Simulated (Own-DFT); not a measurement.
# How strain changes the stress of 4H SiC, 72 atoms (C36Si36)

Calculated, not measured: single-point runs of Own-DFT, a retired in-house plane-wave DFT program that no person has reviewed, on unrelaxed cells, without spin or spin-orbit coupling.

Method: PBE; PseudoDojo norm-conserving scalar-relativistic files; cutoff 42 hartree; 4 x 4 x 3 k mesh centred on Gamma; Fermi-Dirac smearing of 0.1 eV.

Caveats: forces on such cells passed a denser k mesh, each cell not checked; stress not checked against mesh or cutoff.

Unstrained cell vectors in Å: (9.248, 0.000, 0.000); (-4.624, 8.009, 0.000); (0.000, 0.000, 10.068). The unstrained cell has measured lattice constants (interpolated for alloys), not those of this functional. That, the random moves and any unrelaxed bonds set the pressure at no strain. A uniform strain is put on this cell, atoms riding along. Each atom got a random Gaussian move of width 0.05 Å along each axis. Stress is counted positive in tension, P = -(s_xx + s_yy + s_zz)/3, and strain components are those of the symmetric tensor.

```
run,e_xx (%),e_yy (%),e_zz (%),e_yz (%),e_xz (%),e_xy (%),s_xx (GPa),s_yy (GPa),s_zz (GPa),s_yz (GPa),s_xz (GPa),s_xy (GPa),P (GPa),E (meV/atom)
1,1.87,1.87,-0.82,0.55,-0.99,-1.72,6.01,5.98,-7.93,2.06,-2.99,-6.49,-1.35,0.0
2,-0.94,-1.71,1.18,0.32,-1.04,0.56,-11.78,-15.57,0.54,1.23,-4.18,4.01,8.94,19.9
3,-0.25,-1.87,0.90,1.38,0.23,0.72,-8.02,-15.60,-1.81,5.36,0.55,4.29,8.47,24.5
4,0.58,0.75,1.58,-0.54,1.85,1.65,-2.23,0.90,2.64,-2.00,7.06,7.86,-0.43,21.3
5,1.06,-1.67,-0.92,-0.84,-1.45,-2.00,-2.37,-15.47,-10.40,-2.73,-5.48,-9.48,9.41,48.0
6,-1.60,-0.81,-0.64,1.44,0.11,-0.78,-14.09,-11.96,-12.50,5.57,-0.16,-2.95,12.85,27.4
7,0.87,1.52,0.75,-0.12,-0.22,0.97,2.33,3.21,-1.02,-0.33,-0.53,4.04,-1.51,7.4
8,-1.87,0.58,0.70,0.30,-1.64,-1.12,-14.93,-3.68,-2.43,1.42,-6.90,-4.16,7.01,30.9
9,1.11,-1.95,1.04,0.86,1.02,-1.78,0.21,-15.19,-0.39,3.29,2.71,-8.52,5.12,26.7
10,-0.68,-1.97,-0.60,1.53,0.26,-0.22,-10.81,-15.13,-14.46,5.19,2.36,-1.46,13.47,39.2
11,-1.03,1.55,-1.83,1.08,1.89,1.45,-9.47,1.32,-19.87,4.78,6.51,6.86,9.34,49.5
12,-0.55,-0.84,1.70,-0.30,-1.80,-0.99,-6.22,-9.86,2.46,-1.49,-5.17,-4.74,4.54,11.2
13,-0.51,-0.29,-0.48,-1.90,-0.58,-0.85,-6.76,-5.05,-12.10,-6.25,-0.74,-3.80,7.97,13.0
14,-0.36,-1.65,1.82,1.30,-1.79,1.25,-10.18,-12.05,3.30,3.68,-6.14,4.84,6.31,44.3
15,0.65,0.59,-0.94,-0.77,0.32,0.26,-1.30,-0.78,-11.30,-2.72,0.47,0.50,4.46,3.8
16,-1.22,-0.36,1.16,1.77,1.83,0.34,-13.89,-6.96,0.45,5.84,5.75,4.03,6.80,28.9
17,0.03,-0.28,-1.80,-0.09,-1.81,-1.07,?,?,?,?,?,?,?,?
```

The last column gives the free energy per atom over the lowest of the runs shown.

## Worked fit

Regress every stress component on the fractional strains (shears doubled) of the visible runs, with a constant. Shear strains stay in the fit of a normal stress only where such slopes are resolved. The slopes, in GPa:

```
stress,at no strain,per e_xx,per e_yy,per e_zz,scatter
s_xx,-5.2,538 ± 33,95 ± 27,10 ± 32,1.34
s_yy,-5.1,67 ± 30,547 ± 25,46 ± 30,1.25
s_zz,-6.8,104 ± 35,44 ± 29,636 ± 34,1.43
```

The slope of each shear stress on twice its own strain, from a fit on all six strains: yz 173 ± 6, xz 170 ± 12, xy 212 ± 13 GPa. These are stiffnesses along x, y and z of the frame in which the cell vectors are given, with the crystal's c axis along z: C11, C12, C13 and C33. Hexagonal symmetry asks that xx and yy behave alike, which is a second check on the noise. The atoms are held to the strained lattice; where symmetry lets them move under strain, relaxing them would lower some slopes. The table should be nearly symmetric about its diagonal, and what it lacks of that shows the noise. A ninth of the table's sum, 232 ± 5 GPa, estimates the bulk modulus near the mean pressure of these runs, 6.3 GPa, so it lies above the value at zero pressure.

## Check

Question: what normal stresses and pressure should run 17 give?

The fitted form gives s_xx = -5.5, s_yy = -7.5, s_zz = -18.3 and P = 10.4 GPa. The hidden result is -7.09, -6.96, -17.88 and P = 10.64 GPa.
